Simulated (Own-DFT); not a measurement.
## Calculated data, GaP (zincblende, strained, atoms displaced), Si₃N₄ (beta silicon nitride, strained, atoms displaced), GaN (wurtzite, strained, atoms displaced)

All values are calculated (Own-DFT development build). A calculation, not a measurement: plane-wave PBE density functional theory by an unreviewed code, no spin, of a simulated periodic cell, stress positive in tension, free energy of the whole cell less one offset for each atom, forces on such cells passed a denser k mesh, this cell's mesh not checked; offsets are fitted by least squares, one for each functional and potential file, so energies compare only between cells with the same atoms and settings and are not formation energies; the far tail of each file's local potential was reset to the Coulomb form; each entry is a single point on an unrelaxed cell, so the pressure reflects the starting lattice, mostly measured values (interpolated for alloys), from which strain is counted, and rises with the displacements; printed positions are rounded, which can move forces by about a meV/angstrom; the program, named Own-DFT, is a retired in-house code; no spin-orbit coupling.

Settings shared by all entries: functional PBE.

(1) 
```cif
# cell vector a (Å): 10.8620 0.0000 0.0000
# cell vector b (Å): 0.0000 10.8620 0.0000
# cell vector c (Å): 0.0000 0.0000 10.9361
data_GaP
_symmetry_space_group_name_H-M 'P 1'
_symmetry_Int_Tables_number 1
_cell_length_a 10.8620
_cell_length_b 10.8620
_cell_length_c 10.9361
_cell_angle_alpha 90.000
_cell_angle_beta 90.000
_cell_angle_gamma 90.000
_cell_volume 1290.27
loop_
_atom_site_label
_atom_site_type_symbol
_atom_site_fract_x
_atom_site_fract_y
_atom_site_fract_z
_atom_site_occupancy
Ga1 Ga 0.00035 0.00614 0.99952 1
Ga2 Ga 0.99975 0.25048 0.24949 1
Ga3 Ga 0.25010 0.99779 0.24775 1
Ga4 Ga 0.25335 0.24773 0.99843 1
P1 P 0.12095 0.11840 0.12571 1
P2 P 0.12807 0.38054 0.37059 1
P3 P 0.37392 0.12062 0.37358 1
P4 P 0.38032 0.37159 0.12368 1
Ga5 Ga 0.99173 0.00440 0.50300 1
Ga6 Ga 0.00586 0.24669 0.75029 1
Ga7 Ga 0.24724 0.99577 0.75385 1
Ga8 Ga 0.24845 0.25281 0.50137 1
P5 P 0.12848 0.11861 0.62335 1
P6 P 0.12862 0.38062 0.87736 1
P7 P 0.37148 0.12487 0.87745 1
P8 P 0.38315 0.37106 0.62306 1
Ga9 Ga 0.99794 0.49688 0.99903 1
Ga10 Ga 0.99878 0.74354 0.25953 1
Ga11 Ga 0.25129 0.49691 0.25278 1
Ga12 Ga 0.25404 0.74759 0.00011 1
P9 P 0.13265 0.62159 0.13111 1
P10 P 0.11266 0.87612 0.37470 1
P11 P 0.37515 0.62976 0.36868 1
P12 P 0.38079 0.86734 0.12812 1
Ga13 Ga 0.99614 0.49515 0.49798 1
Ga14 Ga 0.00426 0.75105 0.74791 1
Ga15 Ga 0.24821 0.50222 0.75296 1
Ga16 Ga 0.24981 0.75332 0.50061 1
P13 P 0.13004 0.62768 0.62529 1
P14 P 0.12361 0.87009 0.87198 1
P15 P 0.37411 0.62691 0.87654 1
P16 P 0.37323 0.88058 0.61634 1
Ga17 Ga 0.49990 0.99394 0.99488 1
Ga18 Ga 0.50529 0.25726 0.25147 1
Ga19 Ga 0.75387 0.00304 0.25285 1
Ga20 Ga 0.74591 0.25199 0.99888 1
P17 P 0.62741 0.12744 0.13852 1
P18 P 0.62015 0.36981 0.37524 1
P19 P 0.87838 0.13545 0.37897 1
P20 P 0.88061 0.37370 0.12733 1
Ga21 Ga 0.50146 0.99459 0.50067 1
Ga22 Ga 0.50241 0.25179 0.74784 1
Ga23 Ga 0.74646 0.00149 0.74712 1
Ga24 Ga 0.75012 0.25098 0.49744 1
P21 P 0.63234 0.12701 0.62449 1
P22 P 0.62168 0.36946 0.87887 1
P23 P 0.87015 0.11957 0.87560 1
P24 P 0.87589 0.37547 0.61586 1
Ga25 Ga 0.50226 0.50130 0.00652 1
Ga26 Ga 0.50469 0.74461 0.25451 1
Ga27 Ga 0.75439 0.49750 0.25006 1
Ga28 Ga 0.74787 0.75571 0.99539 1
P25 P 0.62488 0.62594 0.12909 1
P26 P 0.63054 0.86925 0.37895 1
P27 P 0.87627 0.62158 0.37666 1
P28 P 0.87684 0.87636 0.12302 1
Ga29 Ga 0.50040 0.49089 0.49929 1
Ga30 Ga 0.49998 0.75022 0.75211 1
Ga31 Ga 0.74349 0.50057 0.75090 1
Ga32 Ga 0.74860 0.75043 0.49686 1
P29 P 0.62315 0.61745 0.62242 1
P30 P 0.62767 0.87938 0.87318 1
P31 P 0.87094 0.62616 0.86911 1
P32 P 0.87371 0.88222 0.62315 1
_calc_potential_files 'PseudoDojo norm-conserving, scalar-relativistic, standard set'
_calc_wave_cutoff 42  # hartree
_calc_occupations 'Fermi-Dirac'
_calc_smearing_width 0.1  # eV
_calc_hardware 'one NVIDIA H100'
_calc_k_mesh '3 x 3 x 3 centred on Gamma'
_calc_free_energy_of_cell_above_offsets '-33.898'  # eV
_calc_pressure 3.49  # GPa
_calc_stress_xx -3.68  # GPa
_calc_stress_yy -3.6  # GPa
_calc_stress_zz -3.19  # GPa
_calc_stress_yz 0.32  # GPa
_calc_stress_xz -0.05  # GPa
_calc_stress_xy -0.19  # GPa
_calc_wall_time 549  # s
```

Force:
```tsv
element	x (eV/Å)	y (eV/Å)	z (eV/Å)
Ga	-0.242	-1.06	-0.398
Ga	0.704	-0.059	0.084
Ga	-0.078	-0.5	0.217
Ga	-0.64	0.22	0.671
P	0.806	1.093	0.012
P	-0.469	-0.959	0.746
P	0.283	0.628	0.076
P	-0.655	0.244	0.273
Ga	0.681	0.121	-0.451
Ga	-0.448	0.143	-0.109
Ga	0.41	0.142	-0.363
Ga	0.228	-0.458	-0.341
P	-0.2	0.589	0.238
P	-0.308	-0.947	-0.157
P	0.705	-0.383	-0.749
P	-1.433	0.389	0.526
Ga	0.22	0.972	0.248
Ga	0.114	0.267	-1.387
Ga	0.915	0.225	-0.643
Ga	-0.515	0.223	0.428
P	-1.041	0.32	-0.752
P	1.043	0.323	0.44
P	-0.186	-0.939	1.313
P	-0.24	0.583	-0.282
Ga	1.026	0.748	0.056
Ga	-0.762	-0.138	-0.414
Ga	0.736	-0.098	-0.554
Ga	-0.259	0.012	-0.758
P	-0.577	-0.597	-0.404
P	0.178	0.457	1.055
P	0.594	-0.514	-0.093
P	0.114	-0.707	1.544
Ga	-0.069	0.803	1.157
Ga	-1.182	-1.282	-0.18
Ga	0.358	-0.347	0.259
Ga	0.592	-0.7	0.814
P	-0.293	-0.364	-1.608
P	1.292	0.995	0.196
P	-0.274	-0.878	-0.486
P	-0.788	-0.035	-0.616
Ga	0.503	0.896	-0.469
Ga	-0.059	-0.857	0.308
Ga	0.494	-0.098	0.103
Ga	-0.151	0.226	0.145
P	-1.041	-0.098	-0.26
P	0.026	0.982	-0.315
P	0.343	0.967	-0.179
P	-0.327	-0.371	1.659
Ga	-0.195	0.084	-0.534
Ga	0.146	0.645	-0.166
Ga	-0.442	-0.05	0.107
Ga	0.366	-0.477	0.611
P	0.834	-0.128	-0.526
P	-0.581	0.96	-0.821
P	-0.604	-0.015	0.228
P	0.051	-0.352	0.399
Ga	-0.28	1.183	-0.521
Ga	-0.128	0.096	-0.707
Ga	0.501	-0.663	-0.178
Ga	0.658	-0.704	1.007
P	-0.146	0.899	0.03
P	-0.428	-0.433	-0.438
P	0.376	-0.022	0.492
P	-0.257	-1.201	0.417
```

(2) 
```cif
# cell vector a (Å): 7.5837 -0.0237 -0.1409
# cell vector b (Å): -3.8124 6.6025 0.1260
# cell vector c (Å): -0.1617 0.0736 8.6981
data_Si3N4
_symmetry_space_group_name_H-M 'P 1'
_symmetry_Int_Tables_number 1
_cell_length_a 7.5850
_cell_length_b 7.6252
_cell_length_c 8.6999
_cell_angle_alpha 88.101
_cell_angle_beta 92.131
_cell_angle_gamma 120.192
_cell_volume 434.56
loop_
_atom_site_label
_atom_site_type_symbol
_atom_site_fract_x
_atom_site_fract_y
_atom_site_fract_z
_atom_site_occupancy
Si1 Si 0.17708 0.77075 0.07727 1
Si2 Si 0.22141 0.40303 0.09324 1
Si3 Si 0.60060 0.82052 0.07683 1
Si4 Si 0.82227 0.22181 0.25685 1
Si5 Si 0.76876 0.59641 0.24105 1
Si6 Si 0.39908 0.18840 0.25318 1
N1 N 0.32933 0.03164 0.08799 1
N2 N 0.96627 0.30411 0.07923 1
N3 N 0.69097 0.66094 0.08687 1
N4 N 0.66898 0.95874 0.24707 1
N5 N 0.03760 0.70851 0.25592 1
N6 N 0.30112 0.33269 0.25027 1
N7 N 0.33473 0.66572 0.08476 1
N8 N 0.65896 0.32864 0.25403 1
Si7 Si 0.16772 0.77647 0.41615 1
Si8 Si 0.23053 0.39842 0.41470 1
Si9 Si 0.60658 0.83121 0.41297 1
Si10 Si 0.81978 0.24495 0.57983 1
Si11 Si 0.76836 0.57877 0.59862 1
Si12 Si 0.39217 0.15874 0.58554 1
N9 N 0.34093 0.03398 0.42464 1
N10 N 0.95909 0.30611 0.40585 1
N11 N 0.69148 0.66097 0.41177 1
N12 N 0.68066 0.97846 0.58608 1
N13 N 0.04426 0.71008 0.57531 1
N14 N 0.30886 0.33029 0.58630 1
N15 N 0.33066 0.67460 0.41331 1
N16 N 0.66163 0.33640 0.59144 1
Si13 Si 0.17418 0.75887 0.75409 1
Si14 Si 0.22687 0.39775 0.75711 1
Si15 Si 0.60064 0.83413 0.75632 1
Si16 Si 0.83211 0.24066 0.90822 1
Si17 Si 0.77065 0.60676 0.91185 1
Si18 Si 0.40455 0.16209 0.91051 1
N17 N 0.33405 0.03431 0.75225 1
N18 N 0.96288 0.30165 0.74331 1
N19 N 0.70334 0.66693 0.74297 1
N20 N 0.66738 0.96870 0.91812 1
N21 N 0.03787 0.70593 0.93058 1
N22 N 0.30623 0.34314 0.92593 1
N23 N 0.32738 0.66177 0.74921 1
N24 N 0.67222 0.32808 0.91186 1
_calc_potential_files 'PseudoDojo norm-conserving, scalar-relativistic, standard set'
_calc_wave_cutoff 42  # hartree
_calc_occupations 'Fermi-Dirac'
_calc_smearing_width 0.1  # eV
_calc_k_mesh '3 x 3 x 3 centred on Gamma'
_calc_free_energy_of_cell_above_offsets '-1.770'  # eV
_calc_pressure 10.51  # GPa
_calc_stress_xx -9.12  # GPa
_calc_stress_yy -5.87  # GPa
_calc_stress_zz -16.53  # GPa
_calc_stress_yz -0.2  # GPa
_calc_stress_xz -8.22  # GPa
_calc_stress_xy 1.89  # GPa
```

Force:
```tsv
element	x (eV/Å)	y (eV/Å)	z (eV/Å)
Si	3.249	1.529	7.481
Si	0.258	1.726	-3.213
Si	-2.848	0.161	2.531
Si	-3.723	-0.88	-5.968
Si	2.257	-1.566	5.375
Si	4.345	-3.724	-0.384
N	-0.218	0.463	-0.578
N	-0.168	-0.742	1.484
N	0.341	0.464	-4.758
N	0.607	2.249	-1.62
N	-2.46	-0.972	-4.146
N	-2.206	0.616	1.713
N	0.014	0.167	-0.37
N	1.033	0.886	-0.463
Si	4.44	0.359	-0.588
Si	-1.486	3.479	1.388
Si	-1.862	-2.461	2.212
Si	1.165	-1.947	-1.454
Si	-0.389	3.973	-5.649
Si	0.874	3.13	-0.138
N	-0.952	-0.073	-2.303
N	3.648	1.426	5.271
N	1.44	-0.293	1.12
N	-0.09	-0.301	-0.623
N	-3.585	-2.119	4.877
N	-2.032	-0.025	0.544
N	1.408	-1.351	0.365
N	-0.059	-3.065	-0.275
Si	-0.634	1.421	-0.543
Si	0.25	1.082	-1.785
Si	-0.81	-1.581	-3.031
Si	-0.061	-1.489	1.506
Si	1.439	-3.135	2.709
Si	-0.45	3.66	4.223
N	-0.398	-4.033	-0.265
N	1.959	0.975	0.722
N	-2.017	2.016	1.939
N	0.812	1.386	-0.646
N	-3.931	-1.861	-6.964
N	1.331	-1.986	-0.136
N	2.293	0.257	0.372
N	-2.786	2.178	0.071
```

(3) 
```cif
# cell vector a (Å): 10.8620 0.0000 0.0000
# cell vector b (Å): 0.0000 10.8620 0.0000
# cell vector c (Å): 0.0000 0.0000 10.9439
data_GaP
_symmetry_space_group_name_H-M 'P 1'
_symmetry_Int_Tables_number 1
_cell_length_a 10.8620
_cell_length_b 10.8620
_cell_length_c 10.9439
_cell_angle_alpha 90.000
_cell_angle_beta 90.000
_cell_angle_gamma 90.000
_cell_volume 1291.19
loop_
_atom_site_label
_atom_site_type_symbol
_atom_site_fract_x
_atom_site_fract_y
_atom_site_fract_z
_atom_site_occupancy
Ga1 Ga 0.98805 0.00284 0.00014 1
Ga2 Ga 0.99413 0.24361 0.25730 1
Ga3 Ga 0.24878 0.98660 0.24205 1
Ga4 Ga 0.24795 0.25263 0.01522 1
P1 P 0.13096 0.12265 0.13195 1
P2 P 0.11239 0.37781 0.38420 1
P3 P 0.39311 0.13477 0.37236 1
P4 P 0.37981 0.38012 0.11902 1
Ga5 Ga 0.00087 0.99322 0.50207 1
Ga6 Ga 0.00268 0.24277 0.75772 1
Ga7 Ga 0.24835 0.00247 0.75317 1
Ga8 Ga 0.24506 0.25358 0.49394 1
P5 P 0.11868 0.12596 0.61684 1
P6 P 0.12145 0.37279 0.86301 1
P7 P 0.37742 0.12001 0.87835 1
P8 P 0.36289 0.36543 0.62668 1
Ga9 Ga 0.00261 0.50655 0.00055 1
Ga10 Ga 0.99447 0.75720 0.25292 1
Ga11 Ga 0.24833 0.50422 0.25002 1
Ga12 Ga 0.26102 0.74854 0.99817 1
P9 P 0.12573 0.63222 0.13460 1
P10 P 0.12869 0.87751 0.37654 1
P11 P 0.38796 0.63144 0.37495 1
P12 P 0.37750 0.89008 0.11749 1
Ga13 Ga 0.00699 0.50145 0.50483 1
Ga14 Ga 0.01685 0.75737 0.74311 1
Ga15 Ga 0.24874 0.50417 0.75197 1
Ga16 Ga 0.26065 0.75251 0.49131 1
P13 P 0.13124 0.63456 0.63332 1
P14 P 0.12415 0.87000 0.87756 1
P15 P 0.38027 0.62336 0.86760 1
P16 P 0.37883 0.89137 0.62401 1
Ga17 Ga 0.49313 0.99693 0.99749 1
Ga18 Ga 0.50279 0.25075 0.22576 1
Ga19 Ga 0.74797 0.99761 0.24695 1
Ga20 Ga 0.75722 0.25627 0.00614 1
P17 P 0.61728 0.10226 0.12272 1
P18 P 0.60994 0.38622 0.37118 1
P19 P 0.87847 0.12721 0.36611 1
P20 P 0.85702 0.37438 0.12437 1
Ga21 Ga 0.49415 0.99703 0.50219 1
Ga22 Ga 0.51114 0.24214 0.74585 1
Ga23 Ga 0.75078 0.00143 0.74741 1
Ga24 Ga 0.75255 0.25009 0.48855 1
P21 P 0.62790 0.12072 0.61579 1
P22 P 0.61648 0.37080 0.87334 1
P23 P 0.87293 0.13644 0.86923 1
P24 P 0.86359 0.38034 0.63218 1
Ga25 Ga 0.49966 0.49612 0.00118 1
Ga26 Ga 0.51079 0.74732 0.23161 1
Ga27 Ga 0.74988 0.48918 0.23995 1
Ga28 Ga 0.74240 0.73838 0.00054 1
P25 P 0.63159 0.61803 0.12761 1
P26 P 0.62056 0.87419 0.37243 1
P27 P 0.88921 0.63276 0.36978 1
P28 P 0.87771 0.87291 0.12453 1
Ga29 Ga 0.49578 0.50463 0.50850 1
Ga30 Ga 0.50785 0.75618 0.74601 1
Ga31 Ga 0.75099 0.50680 0.75363 1
Ga32 Ga 0.74458 0.75984 0.49572 1
P29 P 0.62117 0.64331 0.62690 1
P30 P 0.63084 0.87483 0.86774 1
P31 P 0.87713 0.63555 0.87093 1
P32 P 0.87110 0.88550 0.62693 1
_calc_potential_files 'PseudoDojo norm-conserving, scalar-relativistic, standard set'
_calc_wave_cutoff 42  # hartree
_calc_occupations 'Fermi-Dirac'
_calc_smearing_width 0.1  # eV
_calc_hardware 'one NVIDIA H100'
_calc_k_mesh '3 x 3 x 3 centred on Gamma'
_calc_free_energy_of_cell_above_offsets '-29.911'  # eV
_calc_pressure 4.2  # GPa
_calc_stress_xx -4.22  # GPa
_calc_stress_yy -4.4  # GPa
_calc_stress_zz -3.98  # GPa
_calc_stress_yz -0.35  # GPa
_calc_stress_xz 1.19  # GPa
_calc_stress_xy -0.11  # GPa
_calc_wall_time 527.1  # s
```

Force:
```tsv
element	x (eV/Å)	y (eV/Å)	z (eV/Å)
Ga	0.988	0.289	-0.396
Ga	1.215	1.593	-1.58
Ga	0.455	1.665	1.638
Ga	0.07	-0.072	-1.85
P	-1.385	0.161	-0.344
P	1.31	-0.467	-1.821
P	-1.838	-0.487	-0.426
P	-1.43	0.107	0.88
Ga	-0.288	0.797	-0.549
Ga	-0.146	0.803	-2.076
Ga	-0.469	0.188	-0.155
Ga	0.401	-0.869	-0.375
P	0.639	-0.034	0.826
P	0.698	0.581	2.239
P	-0.557	1.365	-0.406
P	1.232	0.993	0.379
Ga	-0.299	-0.283	-0.266
Ga	1.354	0.548	-0.349
Ga	0.362	-0.32	0.911
Ga	-0.506	-0.052	0.127
P	0.155	-0.075	-1.107
P	-0.247	-0.481	-0.196
P	-0.68	-0.395	-0.944
P	-0.243	-3.198	0.704
Ga	-1.349	1.076	1.208
Ga	-2.231	0.531	0.491
Ga	0.248	-0.615	-0.272
Ga	-0.173	0.358	0.992
P	0.777	-0.986	-2.058
P	0.454	1.192	0.609
P	0.378	0.413	0.662
P	-1.299	-2.102	0.976
Ga	1.389	0.066	-1.872
Ga	0.446	-0.252	1.512
Ga	0.398	-0.35	0.569
Ga	-2.452	-1.988	-1.722
P	1.299	2.281	-0.468
P	1.217	-1.067	-0.277
P	-1.311	-1.82	1.499
P	4.125	-0.008	0.103
Ga	1.199	1.147	-1.421
Ga	-1.3	-0.115	-0.144
Ga	-0.244	0.95	0.335
Ga	-0.617	0.82	0.335
P	0.406	0.195	0.05
P	1.286	0.525	0.349
P	-0.741	-1.434	1.281
P	1.239	-0.727	-0.993
Ga	0.465	0.877	-1.021
Ga	-1.058	1.03	1.136
Ga	-0.628	1.654	3.013
Ga	0.89	1.24	-0.554
P	-0.634	-0.334	-1.049
P	-0.092	0.365	-0.445
P	-2.118	-1.47	1.262
P	-1.209	0.009	-0.335
Ga	-0.136	-0.221	0.494
Ga	-1.614	0.865	0.534
Ga	-0.935	0.302	0.18
Ga	1.046	-0.622	-0.019
P	1.195	-2.286	-0.917
P	-0.404	0.126	1.445
P	0.523	-0.445	0.115
P	0.772	-1.537	-0.444
```

(4) 
```cif
# cell vector a (Å): 12.7560 0.0000 0.0000
# cell vector b (Å): -4.7835 8.2853 0.0000
# cell vector c (Å): 0.0000 0.0000 10.6292
data_GaN
_symmetry_space_group_name_H-M 'P 1'
_symmetry_Int_Tables_number 1
_cell_length_a 12.7560
_cell_length_b 9.5670
_cell_length_c 10.6292
_cell_angle_alpha 90.000
_cell_angle_beta 90.000
_cell_angle_gamma 120.000
_cell_volume 1123.37
loop_
_atom_site_label
_atom_site_type_symbol
_atom_site_fract_x
_atom_site_fract_y
_atom_site_fract_z
_atom_site_occupancy
Ga1 Ga 0.08057 0.22534 0.99515 1
Ga2 Ga 0.16607 0.11217 0.24190 1
N1 N 0.07559 0.22342 0.18917 1
N2 N 0.15416 0.09982 0.44292 1
Ga3 Ga 0.08238 0.20950 0.50389 1
Ga4 Ga 0.16346 0.10468 0.75225 1
N3 N 0.08676 0.21615 0.69059 1
N4 N 0.17130 0.11467 0.93371 1
Ga5 Ga 0.08312 0.55261 0.99826 1
Ga6 Ga 0.17768 0.46064 0.25015 1
N5 N 0.08274 0.55207 0.17951 1
N6 N 0.16684 0.45303 0.43744 1
Ga7 Ga 0.09000 0.55876 0.50082 1
Ga8 Ga 0.17249 0.44622 0.74739 1
N7 N 0.07659 0.55116 0.68523 1
N8 N 0.15912 0.43773 0.93134 1
Ga9 Ga 0.08083 0.88542 0.00343 1
Ga10 Ga 0.16313 0.77768 0.25863 1
N9 N 0.08208 0.88804 0.18586 1
N10 N 0.17098 0.77969 0.43167 1
Ga11 Ga 0.08953 0.89288 0.50130 1
Ga12 Ga 0.17130 0.77045 0.75312 1
N11 N 0.08123 0.89034 0.68720 1
N12 N 0.17315 0.78365 0.94418 1
Ga13 Ga 0.34098 0.22996 0.00093 1
Ga14 Ga 0.41616 0.11711 0.25306 1
N13 N 0.33566 0.22102 0.17875 1
N14 N 0.40453 0.10531 0.43468 1
Ga15 Ga 0.33705 0.20865 0.50463 1
Ga16 Ga 0.41900 0.11217 0.75552 1
N15 N 0.33384 0.23493 0.68825 1
N16 N 0.42183 0.11164 0.93044 1
Ga17 Ga 0.33027 0.54921 0.99992 1
Ga18 Ga 0.41513 0.44033 0.24688 1
N17 N 0.32477 0.56300 0.18093 1
N18 N 0.41201 0.43522 0.44648 1
Ga19 Ga 0.33062 0.55369 0.49956 1
Ga20 Ga 0.41617 0.44173 0.75062 1
N19 N 0.32776 0.54553 0.68553 1
N20 N 0.41350 0.44223 0.93784 1
Ga21 Ga 0.33223 0.89273 0.00216 1
Ga22 Ga 0.41644 0.78321 0.25362 1
N21 N 0.33917 0.88878 0.18953 1
N22 N 0.40928 0.77622 0.43546 1
Ga23 Ga 0.32843 0.88157 0.50283 1
Ga24 Ga 0.41650 0.77759 0.74825 1
N23 N 0.33449 0.89876 0.67988 1
N24 N 0.41869 0.78032 0.93731 1
Ga25 Ga 0.58724 0.22347 0.00462 1
Ga26 Ga 0.67388 0.11717 0.25520 1
N25 N 0.58451 0.21979 0.18865 1
N26 N 0.67469 0.11351 0.43805 1
Ga27 Ga 0.58316 0.22729 0.49825 1
Ga28 Ga 0.66197 0.10416 0.75847 1
N27 N 0.58803 0.22989 0.69389 1
N28 N 0.67549 0.11289 0.94604 1
Ga29 Ga 0.58955 0.56196 0.99919 1
Ga30 Ga 0.66982 0.45007 0.24747 1
N29 N 0.58034 0.55438 0.18790 1
N30 N 0.67072 0.44409 0.43093 1
Ga31 Ga 0.58298 0.55390 0.49291 1
Ga32 Ga 0.65900 0.44070 0.75431 1
N31 N 0.58111 0.55192 0.69135 1
N32 N 0.66826 0.44580 0.93434 1
Ga33 Ga 0.57838 0.88844 0.99654 1
Ga34 Ga 0.66928 0.77712 0.25055 1
N33 N 0.58705 0.89366 0.19407 1
N34 N 0.66743 0.77600 0.44047 1
Ga35 Ga 0.58078 0.88102 0.50103 1
Ga36 Ga 0.67106 0.78138 0.75209 1
N35 N 0.57550 0.87844 0.68429 1
N36 N 0.66825 0.78007 0.94301 1
Ga37 Ga 0.82462 0.22145 0.00171 1
Ga38 Ga 0.91710 0.11448 0.24868 1
N37 N 0.83675 0.22161 0.18145 1
N38 N 0.91830 0.11464 0.43863 1
Ga39 Ga 0.83107 0.21647 0.49962 1
Ga40 Ga 0.92276 0.11326 0.74635 1
N39 N 0.83281 0.22362 0.68624 1
N40 N 0.92399 0.11963 0.93899 1
Ga41 Ga 0.83737 0.56044 0.99954 1
Ga42 Ga 0.91688 0.44122 0.24557 1
N41 N 0.83083 0.56031 0.19124 1
N42 N 0.91299 0.42084 0.43841 1
Ga43 Ga 0.83355 0.54756 0.50641 1
Ga44 Ga 0.91550 0.44650 0.75598 1
N43 N 0.83864 0.56597 0.68898 1
N44 N 0.91606 0.44577 0.94015 1
Ga45 Ga 0.83651 0.89003 0.00339 1
Ga46 Ga 0.91938 0.78002 0.25070 1
N45 N 0.83317 0.88857 0.18597 1
N46 N 0.91186 0.77566 0.45180 1
Ga47 Ga 0.83368 0.87812 0.50131 1
Ga48 Ga 0.90950 0.77120 0.75006 1
N47 N 0.83281 0.88416 0.68884 1
N48 N 0.91368 0.78484 0.92670 1
_calc_potential_files 'PseudoDojo norm-conserving, scalar-relativistic, standard set with the stringent files for Ga'
_calc_wave_cutoff 96  # hartree
_calc_occupations 'Gaussian'
_calc_smearing_width 0.01  # eV
_calc_k_mesh '3 x 4 x 3 centred on Gamma'
_calc_free_energy_of_cell_above_offsets '-4.879'  # eV
_calc_pressure 2.54  # GPa
_calc_stress_xx -5.07  # GPa
_calc_stress_yy -4.36  # GPa
_calc_stress_zz 1.81  # GPa
_calc_stress_yz -0.28  # GPa
_calc_stress_xz 0.56  # GPa
_calc_stress_xy -0.4  # GPa
```

Force:
```tsv
element	x (eV/Å)	y (eV/Å)	z (eV/Å)
Ga	1.459	-0.443	1.1
Ga	-0.874	0.402	0.836
N	2.358	0.889	-0.639
N	2.681	1.307	-2.119
Ga	-1.633	1.722	0.093
Ga	0.974	0.256	0.022
N	-0.809	1.04	-0.736
N	-0.116	-0.386	1.382
Ga	0.04	0.404	0.03
Ga	-2.715	-2.5	0.902
N	-0.477	0.885	1.266
N	1.375	-1.416	-0.373
Ga	-1.912	-0.783	0.044
Ga	-1.776	-1.278	0.196
N	1.408	0.523	0.422
N	1	1.465	0.099
Ga	-0.005	0.858	-1.35
Ga	0.978	-0.292	-2.644
N	0.302	-0.002	0.395
N	-1.191	-0.465	1.576
Ga	-0.98	-1.77	0.944
Ga	-1.62	0.891	-0.125
N	1.038	-1.023	0.246
N	-1.077	-1.131	-1.128
Ga	-0.512	-1.35	-1.396
Ga	0.925	-1.063	-0.655
N	-0.72	0.168	1.309
N	3.321	-0.786	-0.376
Ga	-3.709	2.002	1.206
Ga	-0.779	0.768	-1.542
N	0.992	-2.73	-0.2
N	-0.079	0.232	1.968
Ga	-0.666	0.621	-0.616
Ga	-0.749	0.601	0.72
N	3.448	0.328	0.046
N	0.091	0.33	-1.678
Ga	0.302	-0.354	0.131
Ga	-0.21	1.057	0.251
N	0.861	1.971	-0.081
N	0.843	1.052	-0.048
Ga	1.265	0.149	0.635
Ga	1.23	-0.131	-0.442
N	-2.101	1.021	-0.31
N	1.391	-0.065	0.63
Ga	0.448	0.887	-0.751
Ga	-0.698	-0.753	0.218
N	0.502	-1.006	1.366
N	-0.989	-0.634	-0.582
Ga	-0.327	-0.023	-0.324
Ga	-0.252	-0.59	-0.412
N	-0.276	0.663	0.228
N	-2.484	-1.205	0.139
Ga	0.667	-0.869	0.303
Ga	0.846	0.718	-1.123
N	-0.137	-1.67	-1.148
N	-3.479	-1.584	-1.851
Ga	-0.757	-0.708	0.11
Ga	-0.521	-0.945	0.137
N	0.263	0.081	-0.208
N	-0.718	-0.009	0.762
Ga	0.083	-0.373	1.098
Ga	1.19	1.296	-0.468
N	-0.04	0.87	-0.737
N	0.142	-0.125	1.254
Ga	1.264	-0.027	1.644
Ga	-0.695	0.378	0.084
N	-0.227	-0.526	-0.628
N	-0.203	-0.17	-0.577
Ga	-0.338	0.823	-0.639
Ga	-0.491	-0.754	0.065
N	0.896	1.071	0.653
N	-0.222	0.444	-0.742
Ga	4.103	1.265	0.358
Ga	-0.084	-0.615	0.928
N	-1.002	0.257	0.672
N	0.271	-1.421	-0.166
Ga	1.093	-0.713	1.465
Ga	-1.053	-0.181	0.659
N	-0.091	-0.551	0.891
N	-2.055	-1.416	-0.719
Ga	-0.619	0.298	-0.011
Ga	0.108	0.134	0.799
N	1.365	-0.083	-1.01
N	-0.413	4.045	-0.982
Ga	0.629	0.139	-0.593
Ga	-0.321	-0.57	-0.757
N	-0.556	-2.779	-0.064
N	-0.121	0.114	-0.083
Ga	-0.671	1.067	-0.527
Ga	-0.805	0.096	1.13
N	0.445	-0.01	0.532
N	2.801	-1.297	-2.326
Ga	-1.793	2.137	0.652
Ga	1.123	1.733	-0.587
N	-0.679	0.951	-0.31
N	1.303	-0.835	2.189
```
